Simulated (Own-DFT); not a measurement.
# Biaxial strain at fixed height in diamond-structure GeSn with randomly placed atoms, 64 atoms (Ge52Sn12)

Calculated, not measured: single-point runs of Own-DFT, a retired in-house plane-wave DFT program that no person has reviewed, on unrelaxed cells, without spin or spin-orbit coupling.

All runs used: PBE; PseudoDojo norm-conserving scalar-relativistic files; cutoff 49 hartree; 3 x 3 x 3 k mesh centred on Gamma; Fermi-Dirac smearing of 0.1 eV.

Known weak points: forces on such cells moved up to 12 meV/angstrom on a denser k mesh; stress not checked against mesh or cutoff.

Unstrained cell vectors in Å: (11.628, 0.000, 0.000); (0.000, 11.628, 0.000); (0.000, 0.000, 11.628). The unstrained cell has measured lattice constants (interpolated for alloys), not those of this functional. That, the random moves and any unrelaxed bonds set the pressure at no strain. Each run strains x and y alike by e, as a substrate would, and holds the height along z. All atoms carry random offsets, Gaussian with a width of 0.05 Å per axis. The random placing of the alloy's atoms differs from row to row. Stress is positive in tension.

```
e (%),u (Å),(s_xx + s_yy)/2 (GPa),s_zz (GPa)
-3.00,0.048,-10.95,-9.31
-1.50,0.052,-8.42,-7.63
-1.00,0.051,-6.89,-6.30
-0.25,0.049,-5.83,-5.63
0.25,0.050,-5.06,-5.23
0.75,0.049,-4.33,-4.64
1.25,0.051,?,?
1.50,0.047,-3.19,-3.88
2.50,0.055,-2.20,-3.16
3.00,0.052,-1.35,-2.73
```

## Worked fit

With e as a fraction, the in-plane stress is -5.5 + 160 e - 849 e² GPa (errors 4 and 199, scatter 0.21), and s_zz is -5.4 + 111 e - 706 e² GPa (slope ± 4, scatter 0.21). At e = 0 the first slope is C11 + C12 and the second 2 C12, both with the ions held to the strained lattice and at the cell's own pressure. The term in e² is negative: the layer stiffens under compression and softens under tension. A free layer would change its height as e changes, and the in-plane slope would drop by 2 C12²/C11 to the biaxial modulus. At fixed height, a misfit of 1 % moves the in-plane stress by about 1.6 GPa and s_zz by 1.1 GPa.

## Prediction

Q: what are the two stresses at e = 1.25 %?

The fitted form gives -3.6 and -4.2 GPa. The hidden result is -3.35 and -4.05 GPa.
